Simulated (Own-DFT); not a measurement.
# Computed records: GaP (zincblende, strained, atoms displaced)

A calculation, not a measurement: plane-wave PBE density functional theory by an unreviewed code, no spin, of a simulated periodic cell, stress positive in tension, free energy of the whole cell less one offset for each atom, forces on such cells passed a denser k mesh, this cell's mesh not checked; offsets are fitted by least squares, one for each functional and potential file, so energies compare only between cells with the same atoms and settings and are not formation energies; the far tail of each file's local potential was reset to the Coulomb form; each entry is a single point on an unrelaxed cell, so the pressure reflects the starting lattice, mostly measured values (interpolated for alloys), from which strain is counted, and rises with the displacements; printed positions are rounded, which can move forces by about a meV/angstrom; the program, named Own-DFT, is a retired in-house code; no spin-orbit coupling. Program: Own-DFT development build.

### GaP (zincblende, strained, atoms displaced)

```
cell vectors (Å)
  10.8620     0.0000     0.0000
   0.0000    10.8620     0.0000
   0.0000     0.0000    10.9439
atoms (fractions of the cell vectors)
Ga  0.01016  0.99716  0.00863
Ga  0.98825  0.24671  0.24489
Ga  0.26189  0.99472  0.25458
Ga  0.25957  0.25747  0.99949
P   0.12765  0.12230  0.12998
P   0.13287  0.37859  0.37093
P   0.37714  0.12704  0.37646
P   0.37117  0.36943  0.12772
Ga  0.00056  0.99433  0.48584
Ga  0.98803  0.25966  0.74709
Ga  0.23648  0.99690  0.73176
Ga  0.24413  0.24136  0.51230
P   0.12590  0.13874  0.62044
P   0.11810  0.37662  0.86509
P   0.36655  0.12129  0.88073
P   0.37588  0.38022  0.62432
Ga  0.00076  0.51108  0.01238
Ga  0.00735  0.75735  0.25181
Ga  0.25143  0.49764  0.24523
Ga  0.25765  0.74543  0.99861
P   0.12064  0.61867  0.10796
P   0.12310  0.87305  0.37929
P   0.37658  0.63560  0.37312
P   0.36304  0.86099  0.12037
Ga  0.01761  0.49644  0.50342
Ga  0.00110  0.74905  0.74531
Ga  0.25366  0.49878  0.74796
Ga  0.25977  0.74178  0.49644
P   0.13014  0.63287  0.62981
P   0.12059  0.86031  0.87344
P   0.36117  0.63153  0.86873
P   0.37571  0.87471  0.63624
Ga  0.49510  0.00521  0.00834
Ga  0.49651  0.24874  0.23885
Ga  0.74777  0.99506  0.24891
Ga  0.75084  0.25422  0.00398
P   0.62242  0.13212  0.12755
P   0.63785  0.36302  0.38310
P   0.88312  0.12643  0.37806
P   0.87423  0.38650  0.11500
Ga  0.49681  0.00495  0.48032
Ga  0.49240  0.24084  0.75636
Ga  0.74750  0.00265  0.74316
Ga  0.73964  0.25291  0.49758
P   0.62784  0.14211  0.61907
P   0.61833  0.37598  0.88461
P   0.88316  0.12437  0.86657
P   0.88070  0.37033  0.60594
Ga  0.49165  0.49743  0.01091
Ga  0.49039  0.74542  0.24557
Ga  0.74345  0.50668  0.26018
Ga  0.73498  0.74635  0.01033
P   0.62378  0.62227  0.12454
P   0.61690  0.87259  0.36519
P   0.86574  0.62237  0.37462
P   0.87953  0.87955  0.13653
Ga  0.49820  0.49447  0.48153
Ga  0.50539  0.74833  0.75008
Ga  0.74208  0.49744  0.76699
Ga  0.74184  0.75569  0.50130
P   0.64168  0.63414  0.63653
P   0.61523  0.88007  0.88717
P   0.86502  0.62876  0.87440
P   0.86447  0.88275  0.62593
```

```
functional                        : PBE
potential files                   : PseudoDojo norm-conserving, scalar-relativistic, standard set
wave cutoff                       : 42 hartree
occupations                       : Fermi-Dirac
smearing width                    : 0.1 eV
hardware                          : one NVIDIA H100
k mesh                            : 3 x 3 x 3 centred on Gamma
free energy of cell above offsets : -28.263 eV
pressure                          : 4.61 GPa
stress xx                         : -4.86 GPa
stress yy                         : -4.89 GPa
stress zz                         : -4.08 GPa
stress yz                         : -0.03 GPa
stress xz                         : 0.44 GPa
stress xy                         : -0.36 GPa
wall time                         : 531.5 s
```

Force:
```csv
element,x (eV/Å),y (eV/Å),z (eV/Å)
Ga,-0.566,-0.131,-1.119
Ga,0.979,1.011,-0.32
Ga,-1.195,0.134,-0.164
Ga,-2.22,-0.768,-0.804
P,0.803,0.644,0.009
P,-0.449,-1.195,0.109
P,-1.03,1.093,-0.874
P,0.386,1.138,0.28
Ga,-0.4,0.793,2.117
Ga,0.548,-0.37,-0.362
Ga,-0.062,0.082,1.683
Ga,2.288,2.564,-2.461
P,-2.793,-2.687,1.536
P,0.634,0.514,1.379
P,-0.093,-0.591,-0.796
P,0.385,-0.712,-0.338
Ga,-2.191,-2.057,-3.953
Ga,-0.777,-1.612,-0.237
Ga,-0.407,0.914,0.129
Ga,-2.218,-0.305,-0.865
P,2.947,2.81,3.615
P,1.994,-0.57,-0.333
P,0.02,-2.391,-0.756
P,1.578,1.977,1.127
Ga,-0.82,0.868,-0.441
Ga,-1.584,0.119,0.141
Ga,-0.888,-0.082,0.046
Ga,-1.161,1.711,1.607
P,0.106,-0.919,-0.899
P,0.539,1.644,0.372
P,2.401,-1.28,0.183
P,0.633,0.115,-2.068
Ga,-0.358,-0.28,-0.082
Ga,0.419,0.183,1.909
Ga,0.171,1.094,0.564
Ga,0.397,-0.434,-0.987
P,0.868,-1.116,-0.336
P,-3.219,2.556,-3.614
P,-2.052,-0.045,-0.408
P,-0.654,-0.832,1.852
Ga,0.945,-0.89,2.406
Ga,0.335,0.949,-0.209
Ga,-0.796,0.799,1.175
Ga,3.687,-1.592,1.193
P,-1.518,-2.399,1.114
P,-0.564,-0.726,-0.32
P,-0.886,-0.406,1.363
P,-0.956,1.011,1.426
Ga,-0.089,0.719,-1.268
Ga,1.1,0.579,-0.787
Ga,0.211,-1.109,-1.018
Ga,1.778,1.412,-1.043
P,-1.288,-0.692,1.262
P,0.215,-0.09,0.363
P,1.86,1.147,0.974
P,-0.553,-0.668,-1.51
Ga,0.628,0.403,1.597
Ga,-0.245,0.207,0.696
Ga,0.868,-0.375,-1.31
Ga,0.728,0.056,-0.604
P,-1.699,-1.304,-0.841
P,0.733,-0.029,-0.833
P,0.938,0.204,0.795
P,1.61,-0.795,-1.062
```
